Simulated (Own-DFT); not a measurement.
## Calculated data, AlGa$_{3}$N$_{4}$ (wurtzite random alloy, strained, atoms displaced), SiGe$_{3}$ (diamond-structure random alloy, atoms displaced)

A calculation, not a measurement: plane-wave PBE density functional theory by an unreviewed code, no spin, of a simulated periodic cell, stress positive in tension, free energy of the whole cell less one offset for each atom, forces on such cells passed a denser k mesh, this cell's mesh not checked; offsets are fitted by least squares, one for each functional and potential file, so energies compare only between cells with the same atoms and settings and are not formation energies; the far tail of each file's local potential was reset to the Coulomb form; each entry is a single point on an unrelaxed cell, so the pressure reflects the starting lattice, mostly measured values, from which strain is counted, and rises with the displacements; printed positions are rounded, which can move forces by about a meV/angstrom; the program is a retired in-house code; no spin-orbit coupling. Program: Own-DFT development build.

Settings shared by all entries: functional PBE.

```json
{"entry": 1, "formula": "AlGa3N4", "kind": "wurtzite random alloy, strained, atoms displaced", "structure": {"cell_angstrom": [[9.533, 0.0, 0.0], [-4.7665, 8.2558, 0.0], [0.0, 0.0, 10.2685]], "atoms_fractional": [["Ga", 0.10405, 0.21429, 0.00096], ["Al", 0.2169, 0.10864, 0.25468], ["N", 0.11151, 0.21637, 0.19534], ["N", 0.22239, 0.11261, 0.44167], ["Ga", 0.11223, 0.23073, 0.4997], ["Ga", 0.21966, 0.1036, 0.74165], ["N", 0.11502, 0.22213, 0.69218], ["N", 0.21957, 0.11221, 0.93717], ["Ga", 0.11274, 0.56096, 0.98946], ["Ga", 0.22935, 0.45235, 0.24315], ["N", 0.10443, 0.55653, 0.19025], ["N", 0.22035, 0.44295, 0.4347], ["Ga", 0.11503, 0.55972, 0.49931], ["Ga", 0.2209, 0.44061, 0.74569], ["N", 0.10097, 0.55809, 0.69191], ["N", 0.2131, 0.44219, 0.94675], ["Al", 0.11645, 0.89555, 0.99923], ["Al", 0.21989, 0.77658, 0.24644], ["N", 0.11035, 0.90099, 0.20202], ["N", 0.22326, 0.77045, 0.43594], ["Al", 0.11055, 0.8943, 0.50027], ["Ga", 0.22287, 0.78101, 0.75616], ["N", 0.11769, 0.89125, 0.69334], ["N", 0.23055, 0.78357, 0.93863], ["Al", 0.43343, 0.21128, 0.98968], ["Ga", 0.54555, 0.10772, 0.25293], ["N", 0.44039, 0.21674, 0.18628], ["N", 0.5579, 0.10814, 0.44781], ["Ga", 0.44169, 0.21978, 0.49878], ["Ga", 0.55169, 0.10749, 0.75446], ["N", 0.44665, 0.21716, 0.68627], ["N", 0.54751, 0.10645, 0.94445], ["Ga", 0.44151, 0.55652, 0.99868], ["Al", 0.55882, 0.43747, 0.24854], ["N", 0.44946, 0.55903, 0.193], ["N", 0.55543, 0.44951, 0.44482], ["Ga", 0.44392, 0.55511, 0.49659], ["Ga", 0.5741, 0.45329, 0.74987], ["N", 0.44095, 0.56035, 0.69628], ["N", 0.55307, 0.44582, 0.93886], ["Ga", 0.44367, 0.88537, 0.00367], ["Ga", 0.55675, 0.78496, 0.24127], ["N", 0.44812, 0.88167, 0.18963], ["N", 0.54629, 0.76553, 0.43931], ["Ga", 0.45115, 0.89105, 0.50435], ["Ga", 0.55376, 0.77949, 0.74631], ["N", 0.44352, 0.8836, 0.6848], ["N", 0.54661, 0.77566, 0.94443], ["Ga", 0.77515, 0.22147, 0.00754], ["Al", 0.88297, 0.10882, 0.25569], ["N", 0.77776, 0.21638, 0.20062], ["N", 0.89223, 0.11072, 0.44436], ["Al", 0.78918, 0.23244, 0.50037], ["Ga", 0.89769, 0.10861, 0.75057], ["N", 0.77612, 0.21353, 0.69196], ["N", 0.88718, 0.11679, 0.94432], ["Al", 0.77496, 0.54113, 0.00646], ["Ga", 0.8866, 0.44026, 0.25363], ["N", 0.77286, 0.55681, 0.19547], ["N", 0.88487, 0.43781, 0.43311], ["Ga", 0.7747, 0.55129, 0.5016], ["Ga", 0.88234, 0.44882, 0.74986], ["N", 0.77458, 0.5512, 0.68678], ["N", 0.88952, 0.44731, 0.94668], ["Ga", 0.7849, 0.88715, 0.99418], ["Ga", 0.88047, 0.77487, 0.24421], ["N", 0.77603, 0.8875, 0.19353], ["N", 0.88494, 0.77531, 0.42823], ["Ga", 0.77596, 0.88263, 0.49349], ["Ga", 0.89077, 0.77797, 0.74467], ["N", 0.77456, 0.89285, 0.68583], ["N", 0.88562, 0.77627, 0.93587]]}, "settings": {"potential_files": "PseudoDojo norm-conserving, scalar-relativistic, standard set", "wave_cutoff [hartree]": 42.0, "occupations": "Fermi-Dirac", "smearing_width [eV]": 0.1, "k_mesh": "4 x 4 x 3 centred on Gamma"}, "results": {"free_energy_of_cell_above_offsets [eV]": "6.612", "pressure [GPa]": 6.06, "stress_xx [GPa]": -6.75, "stress_yy [GPa]": -6.79, "stress_zz [GPa]": -4.65, "stress_yz [GPa]": 0.48, "stress_xz [GPa]": 0.26, "stress_xy [GPa]": 0.67, "force_element": ["Ga", "Al", "N", "N", "Ga", "Ga", "N", "N", "Ga", "Ga", "N", "N", "Ga", "Ga", "N", "N", "Al", "Al", "N", "N", "Al", "Ga", "N", "N", "Al", "Ga", "N", "N", "Ga", "Ga", "N", "N", "Ga", "Al", "N", "N", "Ga", "Ga", "N", "N", "Ga", "Ga", "N", "N", "Ga", "Ga", "N", "N", "Ga", "Al", "N", "N", "Al", "Ga", "N", "N", "Al", "Ga", "N", "N", "Ga", "Ga", "N", "N", "Ga", "Ga", "N", "N", "Ga", "Ga", "N", "N"], "force_x [eV/angstrom]": [0.211, 0.36, -1.045, -0.321, 0.541, 0.476, 0.043, 0.524, -0.12, -0.752, 0.634, -0.051, -0.34, -0.685, 1.146, 1.093, -0.577, -0.11, 1.634, -1.302, 0.67, 1.031, -1.1, -2.114, 0.239, 1.072, -0.934, 0.503, 0.661, 0.958, -0.59, 0.136, 0.007, -1.683, 1.13, 0.745, -0.724, -4.067, 1.349, 1.498, 0.248, 1.679, -3.764, 0.491, -0.494, 0.248, -1.011, 1.764, -0.245, 1.575, -0.648, -1.29, -0.565, -1.632, -0.12, 0.187, -1.622, -0.042, 0.506, 0.051, 0.381, 1.592, 1.172, -0.871, -2.122, 0.828, -0.062, 1.489, -0.808, -0.683, 1.33, 2.295], "force_y [eV/angstrom]": [1.207, 1.411, 0.111, -0.774, -0.93, 2.235, -0.147, -1.07, -0.355, -0.998, 0.958, 0.605, -0.702, 0.842, -0.174, -0.396, -0.598, 0.065, -2.001, 2.219, -1.17, -0.528, -1.393, 0.373, 1.688, -0.325, 0.667, 1.301, 0.407, -0.245, 0.917, 0.746, -0.595, 0.428, -0.888, -1.499, -0.622, -1.99, -1.013, -1.116, 0.704, -1.993, 1.266, 2.283, -0.997, -0.03, 0.611, 0.526, -0.07, -0.105, -0.151, 0.304, -2.198, 0.513, 1.338, -1.214, 1.557, 0.483, -1.559, 0.652, 0.545, -2.029, 2.103, -0.473, 0.371, 0.531, 1.698, 0.136, 0.271, 0.309, -0.964, -1.07], "force_z [eV/angstrom]": [1.085, 0.142, -0.104, -0.289, -0.036, 1.142, -0.749, -0.148, 1.858, 0.22, -0.698, 0.457, 0.096, 1.401, -0.155, -1.215, 0.618, 0.795, -2.512, -0.317, -0.902, -1.382, -2.154, 0.98, 1.282, 0.507, -0.241, -1.053, 0.166, -0.621, 0.856, -0.148, 0.474, 0.505, -0.559, -1.752, 1.07, 0.772, -1.131, 0.616, 0.122, 1.969, -0.002, -0.731, -1.31, 1.192, 1.682, -1.206, 0.034, -0.006, -0.913, -0.941, 0.705, 0.333, -0.712, -0.829, 0.023, -1.196, -1.699, 2.261, -1.46, 0.814, -0.607, -0.883, 1.106, 0.323, -1.035, 2.588, 0.266, 0.436, 0.157, 0.647]}}
{"entry": 2, "formula": "AlGa3N4", "kind": "wurtzite random alloy, strained, atoms displaced", "structure": {"cell_angstrom": [[9.5092, 0.0, 0.0], [-4.7546, 8.2353, 0.0], [0.0, 0.0, 10.1145]], "atoms_fractional": [["Ga", 0.11352, 0.2274, 0.00657], ["Ga", 0.21484, 0.10491, 0.24683], ["N", 0.11143, 0.22922, 0.19293], ["N", 0.22179, 0.10563, 0.44237], ["Ga", 0.09844, 0.222, 0.49604], ["Ga", 0.21896, 0.10893, 0.74993], ["N", 0.11062, 0.21606, 0.68667], ["N", 0.21854, 0.1046, 0.93376], ["Ga", 0.12227, 0.57, 0.99352], ["Ga", 0.22148, 0.4402, 0.25001], ["N", 0.09675, 0.55051, 0.192], ["N", 0.22576, 0.44117, 0.43899], ["Al", 0.10654, 0.54589, 0.49884], ["Ga", 0.2357, 0.44961, 0.74627], ["N", 0.10585, 0.55948, 0.69474], ["N", 0.22867, 0.4513, 0.93028], ["Ga", 0.11345, 0.89318, 0.99909], ["Ga", 0.21617, 0.78961, 0.24998], ["N", 0.10983, 0.89239, 0.19017], ["N", 0.21396, 0.7651, 0.4483], ["Ga", 0.11745, 0.89818, 0.49581], ["Ga", 0.22892, 0.78089, 0.74555], ["N", 0.11412, 0.89044, 0.68555], ["N", 0.22479, 0.78539, 0.9435], ["Ga", 0.43505, 0.21065, 0.0012], ["Ga", 0.56105, 0.11038, 0.25043], ["N", 0.44574, 0.21877, 0.19385], ["N", 0.55414, 0.10225, 0.43319], ["Ga", 0.43796, 0.23029, 0.50314], ["Ga", 0.55292, 0.10983, 0.74818], ["N", 0.44662, 0.22344, 0.6818], ["N", 0.55926, 0.10999, 0.9429], ["Al", 0.44729, 0.55114, 0.00755], ["Ga", 0.55885, 0.45313, 0.25508], ["N", 0.44393, 0.5584, 0.19676], ["N", 0.54721, 0.43955, 0.44628], ["Al", 0.44828, 0.56527, 0.49992], ["Ga", 0.56246, 0.45222, 0.75154], ["N", 0.44402, 0.54504, 0.68532], ["N", 0.55395, 0.44631, 0.93923], ["Al", 0.44416, 0.88921, 0.9917], ["Ga", 0.55426, 0.77386, 0.25787], ["N", 0.44332, 0.88906, 0.19145], ["N", 0.55341, 0.7794, 0.43743], ["Ga", 0.45569, 0.90506, 0.50311], ["Al", 0.54245, 0.77152, 0.74625], ["N", 0.44277, 0.88838, 0.69046], ["N", 0.56074, 0.78372, 0.93669], ["Ga", 0.76772, 0.20654, 0.99994], ["Al", 0.88946, 0.10916, 0.25543], ["N", 0.77579, 0.21352, 0.18198], ["N", 0.89195, 0.11822, 0.42972], ["Ga", 0.77952, 0.23178, 0.49873], ["Ga", 0.89499, 0.11639, 0.75043], ["N", 0.77677, 0.22004, 0.68408], ["N", 0.89132, 0.11696, 0.93341], ["Ga", 0.78755, 0.55671, 0.00569], ["Ga", 0.88941, 0.43667, 0.24061], ["N", 0.78333, 0.5529, 0.18166], ["N", 0.88894, 0.44527, 0.43982], ["Al", 0.79082, 0.56292, 0.50155], ["Ga", 0.88389, 0.43824, 0.74699], ["N", 0.77297, 0.5546, 0.69144], ["N", 0.88974, 0.44856, 0.93772], ["Al", 0.78187, 0.88712, 0.991], ["Ga", 0.89238, 0.78191, 0.2516], ["N", 0.77834, 0.89265, 0.18873], ["N", 0.88699, 0.77796, 0.44437], ["Al", 0.77204, 0.89342, 0.50369], ["Ga", 0.88325, 0.77918, 0.74842], ["N", 0.77401, 0.896, 0.69491], ["N", 0.87769, 0.77549, 0.93962]]}, "settings": {"potential_files": "PseudoDojo norm-conserving, scalar-relativistic, standard set with the stringent files for Ga", "wave_cutoff [hartree]": 96.0, "occupations": "Gaussian", "smearing_width [eV]": 0.01, "k_mesh": "4 x 4 x 3 centred on Gamma"}, "results": {"free_energy_of_cell_above_offsets [eV]": "-8.462", "pressure [GPa]": 10.2, "stress_xx [GPa]": -7.15, "stress_yy [GPa]": -8.8, "stress_zz [GPa]": -14.65, "stress_yz [GPa]": 0.94, "stress_xz [GPa]": 0.33, "stress_xy [GPa]": -0.52, "force_element": ["Ga", "Ga", "N", "N", "Ga", "Ga", "N", "N", "Ga", "Ga", "N", "N", "Al", "Ga", "N", "N", "Ga", "Ga", "N", "N", "Ga", "Ga", "N", "N", "Ga", "Ga", "N", "N", "Ga", "Ga", "N", "N", "Al", "Ga", "N", "N", "Al", "Ga", "N", "N", "Al", "Ga", "N", "N", "Ga", "Al", "N", "N", "Ga", "Al", "N", "N", "Ga", "Ga", "N", "N", "Ga", "Ga", "N", "N", "Al", "Ga", "N", "N", "Al", "Ga", "N", "N", "Al", "Ga", "N", "N"], "force_x [eV/angstrom]": [-0.417, 0.882, -0.229, -1.254, 2.566, 0.748, -0.393, -0.598, -0.673, -1.066, 3.224, -0.614, 0.293, -2.351, 1.596, 0.85, -1.153, 2.725, -0.924, 0.429, 0.162, -2.108, -0.594, 0.819, 0.814, -0.639, -0.879, -0.319, 1.051, 0.167, -0.104, -1.951, -0.472, 0.913, 0.182, 1.049, 0.127, -0.162, -0.254, -0.007, 0.821, -0.597, -0.169, 1.008, -1.242, 1.657, 1.375, -0.617, 1.214, -0.609, 1.061, -1.32, -0.405, -0.495, -0.104, 1.009, -1.387, -1.705, -1.106, -0.054, -1.399, -0.16, 1.27, 0.999, -1.809, -1.038, 0.431, -0.986, 0.952, 0.954, -0.818, 1.835], "force_y [eV/angstrom]": [0.124, 2.092, -2.148, 1.966, 0.051, 0.097, 1.303, 1.199, -2.358, 1.935, 1.956, 1.273, 0.955, -1.385, -0.933, -0.009, -1.196, -2.134, -0.169, 0.985, -2.595, -0.459, -0.413, 0.907, 1.68, -0.373, 0.601, 3.251, -1.561, 0.795, -0.127, -1.286, 1.07, -1.359, -0.556, 3.229, -1.555, -1.707, 3.105, -0.53, -0.163, 1.531, -0.699, 0.049, -3.272, 0.335, -0.089, -1.086, 2.451, -0.022, 0.065, -1.873, -1.401, 0.159, -0.259, -1.307, -0.362, -0.809, 0.571, 0.961, -0.871, 0.766, 0.754, -1.042, 1.121, -0.919, 0.209, 0.358, -0.034, 0.08, -1.373, 0.456], "force_z [eV/angstrom]": [-1.761, 1.21, -0.08, -1.534, 0.76, -1.284, -0.207, 1.394, 0.791, 0.393, -1.151, 0.998, 0.398, -0.391, -1.696, 2.497, -0.321, 1.176, -0.945, -0.863, 1.079, 0.341, 0.906, -0.941, 0.171, -0.885, -0.387, 1.067, -1.508, 0.316, 2.723, -1.273, -1.082, -0.281, -1.637, -0.643, -0.348, 0.335, -0.93, 1.109, 1.766, -2.372, -1.442, 2.797, -0.435, 0.842, 0.178, 0.015, -0.658, -2.793, 1.982, 1.85, -0.6, -0.541, 0.675, 1.684, -2.765, 1.063, 3.544, -0.284, 0.181, 0.948, -1.594, 0.052, 1.154, -0.055, -0.594, 0.016, -0.337, -0.168, -1.617, -0.01]}}
{"entry": 3, "formula": "AlGa3N4", "kind": "wurtzite random alloy, strained, atoms displaced", "structure": {"cell_angstrom": [[9.5092, 0.0, 0.0], [-4.7546, 8.2353, 0.0], [0.0, 0.0, 10.1145]], "atoms_fractional": [["Al", 0.1125, 0.22839, 0.99919], ["Ga", 0.2234, 0.11908, 0.25321], ["N", 0.12256, 0.22261, 0.18302], ["N", 0.21655, 0.1082, 0.44114], ["Ga", 0.10603, 0.22363, 0.50214], ["Ga", 0.21916, 0.10228, 0.74677], ["N", 0.09998, 0.21552, 0.67878], ["N", 0.21771, 0.10646, 0.93539], ["Ga", 0.12372, 0.55709, 0.99656], ["Ga", 0.21888, 0.44314, 0.24195], ["N", 0.1037, 0.54268, 0.18925], ["N", 0.2207, 0.44584, 0.44012], ["Al", 0.11811, 0.55974, 0.50611], ["Ga", 0.22485, 0.44891, 0.75126], ["N", 0.11056, 0.55058, 0.67707], ["N", 0.21842, 0.45084, 0.93006], ["Ga", 0.12085, 0.89148, 0.0017], ["Ga", 0.21587, 0.77406, 0.2503], ["N", 0.10341, 0.87903, 0.19499], ["N", 0.2278, 0.78757, 0.45139], ["Ga", 0.1074, 0.88886, 0.49917], ["Ga", 0.22444, 0.78206, 0.74162], ["N", 0.10301, 0.89098, 0.6913], ["N", 0.23205, 0.78137, 0.93216], ["Ga", 0.4577, 0.23115, 0.00245], ["Al", 0.55814, 0.11411, 0.2415], ["N", 0.44213, 0.2232, 0.18837], ["N", 0.55409, 0.10992, 0.43539], ["Ga", 0.44288, 0.21874, 0.5051], ["Ga", 0.55764, 0.10499, 0.75182], ["N", 0.43687, 0.21385, 0.69429], ["N", 0.55726, 0.10693, 0.9408], ["Al", 0.44594, 0.55517, 4e-05], ["Al", 0.55208, 0.44829, 0.24799], ["N", 0.44879, 0.5622, 0.19079], ["N", 0.55618, 0.44607, 0.44309], ["Al", 0.44652, 0.55857, 0.50086], ["Ga", 0.55381, 0.44191, 0.74733], ["N", 0.43865, 0.54408, 0.69162], ["N", 0.5576, 0.45027, 0.93359], ["Ga", 0.44595, 0.88439, 0.00246], ["Ga", 0.56532, 0.78065, 0.2505], ["N", 0.44173, 0.88453, 0.1862], ["N", 0.55269, 0.78172, 0.43522], ["Ga", 0.44625, 0.88819, 0.50646], ["Ga", 0.54485, 0.77454, 0.74665], ["N", 0.4521, 0.89628, 0.68799], ["N", 0.55817, 0.77702, 0.93521], ["Al", 0.77535, 0.22355, 0.0103], ["Ga", 0.87997, 0.10031, 0.24975], ["N", 0.77719, 0.22076, 0.18786], ["N", 0.88511, 0.11133, 0.44007], ["Ga", 0.77626, 0.22186, 0.49327], ["Ga", 0.88997, 0.11446, 0.75318], ["N", 0.77911, 0.22118, 0.6846], ["N", 0.88402, 0.10535, 0.94197], ["Al", 0.77267, 0.56348, 0.99865], ["Ga", 0.8924, 0.45196, 0.26398], ["N", 0.78847, 0.55535, 0.18993], ["N", 0.88654, 0.44113, 0.43976], ["Al", 0.77148, 0.54938, 0.5039], ["Ga", 0.88122, 0.4393, 0.75175], ["N", 0.78183, 0.56856, 0.69072], ["N", 0.89676, 0.45071, 0.94858], ["Ga", 0.78862, 0.89342, 0.9949], ["Ga", 0.89797, 0.78567, 0.25036], ["N", 0.78274, 0.88492, 0.19349], ["N", 0.89605, 0.77655, 0.44119], ["Ga", 0.76989, 0.88881, 0.50305], ["Ga", 0.8953, 0.78995, 0.75101], ["N", 0.77756, 0.87847, 0.67624], ["N", 0.89262, 0.77945, 0.9263]]}, "settings": {"potential_files": "PseudoDojo norm-conserving, scalar-relativistic, standard set with the stringent files for Ga", "wave_cutoff [hartree]": 96.0, "occupations": "Gaussian", "smearing_width [eV]": 0.01, "k_mesh": "4 x 4 x 3 centred on Gamma"}, "results": {"free_energy_of_cell_above_offsets [eV]": "-8.174", "pressure [GPa]": 10.4, "stress_xx [GPa]": -8.09, "stress_yy [GPa]": -6.06, "stress_zz [GPa]": -17.06, "stress_yz [GPa]": 0.74, "stress_xz [GPa]": 0.11, "stress_xy [GPa]": 0.49, "force_element": ["Al", "Ga", "N", "N", "Ga", "Ga", "N", "N", "Ga", "Ga", "N", "N", "Al", "Ga", "N", "N", "Ga", "Ga", "N", "N", "Ga", "Ga", "N", "N", "Ga", "Al", "N", "N", "Ga", "Ga", "N", "N", "Al", "Al", "N", "N", "Al", "Ga", "N", "N", "Ga", "Ga", "N", "N", "Ga", "Ga", "N", "N", "Al", "Ga", "N", "N", "Ga", "Ga", "N", "N", "Al", "Ga", "N", "N", "Al", "Ga", "N", "N", "Ga", "Ga", "N", "N", "Ga", "Ga", "N", "N"], "force_x [eV/angstrom]": [0.447, 1.128, -2.333, 0.287, 0.351, -1.245, 1.185, -0.211, -3.106, 0.823, 0.05, 0.548, -0.646, -0.787, -0.503, 3.304, -0.585, 1.274, 1.877, 0.024, 0.28, -0.676, 2.432, -0.634, -1.212, -0.511, 1.164, -0.203, -0.223, -0.262, 1.257, 0.55, -0.277, 1.488, 0.454, -0.442, -0.437, 0.783, -0.213, -0.141, 0.262, -1.466, 0.076, 0.512, -0.28, 2.262, -0.706, 0.297, 0.666, 0.608, -0.416, 0.39, -0.286, -0.181, -0.63, 0.071, 2.164, 0.183, -3.11, 0.16, 0.737, 0.38, 0.285, -1.568, -0.582, -1.059, -0.496, -2.055, 1.408, -0.843, -1.986, 0.143], "force_y [eV/angstrom]": [-1.046, -1.573, 0.188, 0.946, 0.078, 1.477, 0.778, 1.839, 1.203, -0.059, 1.767, 0.971, -0.202, -1.5, 0.717, -1.933, -0.611, -0.307, 2.355, -2.104, 0.332, -0.708, -0.571, -0.429, -1.103, -0.757, 0.822, 0.019, -0.023, 1.822, 0.681, 1.116, 0.586, -0.184, -1.167, 0.405, -0.635, 0.007, 1.579, 0.29, 0.268, 0.117, 0.97, -1.57, 1.013, -0.38, -1.325, -0.865, 0.5, 1.76, -0.231, -0.454, -0.228, -1.032, -0.1, 2.788, -0.209, -1.126, 0.199, 1.663, 1.236, 1.044, -2.002, -1.046, -1.576, -2.355, 0.19, -1.437, -0.03, -1.422, 1.177, -0.605], "force_z [eV/angstrom]": [-0.962, 0.132, -0.562, 0.017, -2.09, 0.475, 3.481, 1.139, 0.865, 1.832, -0.284, -0.202, -3.197, -2.322, 3.211, 2.477, -0.308, 0.911, -1.528, -1.191, 0.549, 0.146, -1.09, 0.436, -1.215, 1.112, 0.933, -0.813, -0.907, 0.216, -0.233, 0.695, -0.541, 0.687, -1.334, -0.784, -0.414, -0.464, -1.605, 1.846, -0.806, -0.468, 1.398, 1.245, -2.162, 0.19, 0.618, 0.869, -2.146, 0.142, 1.07, -0.832, 0.483, -0.865, 0.554, 0.465, 0.078, -2.909, -0.962, 2.829, -0.418, 0.304, -0.698, -0.758, 0.604, 1.333, -1.59, -0.146, -2.77, -1.873, 3.885, 4.221]}}
{"entry": 4, "formula": "SiGe3", "kind": "diamond-structure random alloy, atoms displaced", "structure": {"cell_angstrom": [[11.2025, 0.0, 0.0], [0.0, 11.2025, 0.0], [0.0, 0.0, 11.2025]], "atoms_fractional": [["Ge", 0.00108, 0.99871, 0.00257], ["Ge", 0.99582, 0.24443, 0.24852], ["Ge", 0.25879, 0.00308, 0.25298], ["Ge", 0.25078, 0.24969, 0.99954], ["Si", 0.12544, 0.11541, 0.12681], ["Ge", 0.13478, 0.37289, 0.37462], ["Ge", 0.37388, 0.13565, 0.37917], ["Si", 0.37189, 0.36432, 0.1284], ["Si", 0.00161, 0.99914, 0.51082], ["Ge", 0.00088, 0.24483, 0.75048], ["Ge", 0.24571, 0.00398, 0.75548], ["Si", 0.25436, 0.24593, 0.49432], ["Ge", 0.12191, 0.12978, 0.62428], ["Si", 0.13472, 0.37468, 0.87507], ["Ge", 0.37703, 0.12204, 0.87196], ["Si", 0.37489, 0.37739, 0.62277], ["Ge", 0.99983, 0.50147, 0.99839], ["Ge", 0.00345, 0.74954, 0.24283], ["Ge", 0.25385, 0.49941, 0.24784], ["Si", 0.24733, 0.7438, 0.00149], ["Ge", 0.12899, 0.62024, 0.12791], ["Ge", 0.11695, 0.88187, 0.37715], ["Ge", 0.37235, 0.62376, 0.37376], ["Ge", 0.38258, 0.87929, 0.12136], ["Si", 0.98789, 0.49278, 0.49382], ["Ge", 0.00461, 0.74905, 0.75871], ["Ge", 0.25376, 0.50098, 0.75254], ["Si", 0.24917, 0.74482, 0.50115], ["Ge", 0.12453, 0.62216, 0.62923], ["Si", 0.12158, 0.86388, 0.87638], ["Ge", 0.37337, 0.63607, 0.87818], ["Ge", 0.3792, 0.88134, 0.61896], ["Ge", 0.50258, 0.00177, 0.00486], ["Ge", 0.49782, 0.25669, 0.25148], ["Ge", 0.74333, 0.00421, 0.25416], ["Ge", 0.73603, 0.26179, 0.99963], ["Si", 0.62694, 0.13106, 0.1237], ["Si", 0.62247, 0.37276, 0.38076], ["Ge", 0.8751, 0.13811, 0.37363], ["Ge", 0.87322, 0.38072, 0.11467], ["Ge", 0.49932, 0.99866, 0.49354], ["Ge", 0.48689, 0.25144, 0.74723], ["Ge", 0.75497, 0.99619, 0.7443], ["Ge", 0.74866, 0.24555, 0.50901], ["Ge", 0.62449, 0.1296, 0.62076], ["Ge", 0.62079, 0.38141, 0.87685], ["Si", 0.88272, 0.12321, 0.87197], ["Ge", 0.88001, 0.37087, 0.619], ["Si", 0.49837, 0.50565, 0.99978], ["Ge", 0.50274, 0.75515, 0.25007], ["Ge", 0.74846, 0.49979, 0.25406], ["Ge", 0.74845, 0.75634, 0.00686], ["Ge", 0.61791, 0.6189, 0.12362], ["Ge", 0.62321, 0.86874, 0.36966], ["Ge", 0.8632, 0.62508, 0.37791], ["Ge", 0.86841, 0.86931, 0.12453], ["Si", 0.49573, 0.49992, 0.50208], ["Ge", 0.50875, 0.75333, 0.74045], ["Ge", 0.74048, 0.50316, 0.74166], ["Ge", 0.73998, 0.74792, 0.50279], ["Si", 0.6303, 0.61792, 0.62389], ["Ge", 0.62749, 0.88318, 0.88478], ["Ge", 0.87179, 0.62601, 0.88372], ["Ge", 0.87643, 0.86821, 0.61948]]}, "settings": {"potential_files": "PseudoDojo norm-conserving, scalar-relativistic, standard set", "wave_cutoff [hartree]": 42.0, "occupations": "Fermi-Dirac", "smearing_width [eV]": 0.1, "k_mesh": "3 x 3 x 3 centred on Gamma"}, "results": {"free_energy_of_cell_above_offsets [eV]": "-5.579", "pressure [GPa]": 3.81, "stress_xx [GPa]": -3.8, "stress_yy [GPa]": -3.73, "stress_zz [GPa]": -3.9, "stress_yz [GPa]": 0.4, "stress_xz [GPa]": -0.07, "stress_xy [GPa]": -0.35, "force_element": ["Ge", "Ge", "Ge", "Ge", "Si", "Ge", "Ge", "Si", "Si", "Ge", "Ge", "Si", "Ge", "Si", "Ge", "Si", "Ge", "Ge", "Ge", "Si", "Ge", "Ge", "Ge", "Ge", "Si", "Ge", "Ge", "Si", "Ge", "Si", "Ge", "Ge", "Ge", "Ge", "Ge", "Ge", "Si", "Si", "Ge", "Ge", "Ge", "Ge", "Ge", "Ge", "Ge", "Ge", "Si", "Ge", "Si", "Ge", "Ge", "Ge", "Ge", "Ge", "Ge", "Ge", "Si", "Ge", "Ge", "Ge", "Si", "Ge", "Ge", "Ge"], "force_x [eV/angstrom]": [-0.073, 1.441, -0.806, -0.439, 0.249, -1.402, 0.937, 0.432, -0.734, 0.269, -0.286, -0.819, 0.985, -1.085, -0.245, -0.693, 1.116, -0.701, 0.363, -0.082, -0.189, 1.067, 0.494, -1.463, 1.681, -1.076, 0.166, -0.35, -0.543, 1.104, 0.918, -1.225, 0.311, 0.918, 0.832, 1.772, -0.671, 0.128, -0.413, -0.108, 0.519, 1.362, -0.103, 0.09, -0.971, -1.274, -1.333, -0.634, -1.295, -0.96, -0.679, -1.02, 0.687, 0.344, 1.434, 0.944, 0.705, -0.097, 2.098, 0.466, -2.065, 0.201, -0.499, 0.303], "force_y [eV/angstrom]": [-0.493, 1.215, -0.16, -0.716, 0.805, 0.026, -1.208, 1.754, 0.66, 1.361, -1.23, 1.35, -0.482, 0.033, 0.052, -0.117, -0.41, -0.041, -0.795, 1.297, 0.246, -0.68, 0.525, -0.989, 0.875, -0.635, -0.28, 0.8, -0.351, 1.447, -0.644, -0.783, 1.32, -0.506, 0.188, -1.604, -0.157, 0.496, -2.212, -0.647, 0.707, 0.404, 0.782, 1.274, -1.34, 0.355, 0.032, 0.318, -0.989, -1.43, -0.765, -1.533, 0.643, 1.128, 0.297, 1.637, -0.126, 0.052, -1.101, 0.017, 0.805, -0.654, 0.2, -0.022], "force_z [eV/angstrom]": [-0.475, -1.366, -0.115, 0.435, 0.054, 0.082, -0.847, -0.966, -1.266, 0.759, -0.444, 1.865, -0.469, -0.184, 0.887, -0.496, -0.532, 1.162, -0.113, 0.278, -0.593, 0.179, 0.514, 0.353, -0.074, -0.958, -0.058, -0.085, -0.98, 0.979, -0.606, 0.527, -0.347, -0.003, -0.509, -0.327, 0.621, 0.237, 1.377, 1.414, -0.181, -0.114, 0.642, -1.544, 1.253, -1.107, 0.583, 1.179, 0.103, -0.703, -0.432, -0.681, 0.467, 0.895, -0.29, 1.011, -0.189, 0.867, 1.321, -0.053, -0.952, -1.498, -1.091, 0.602]}}
```
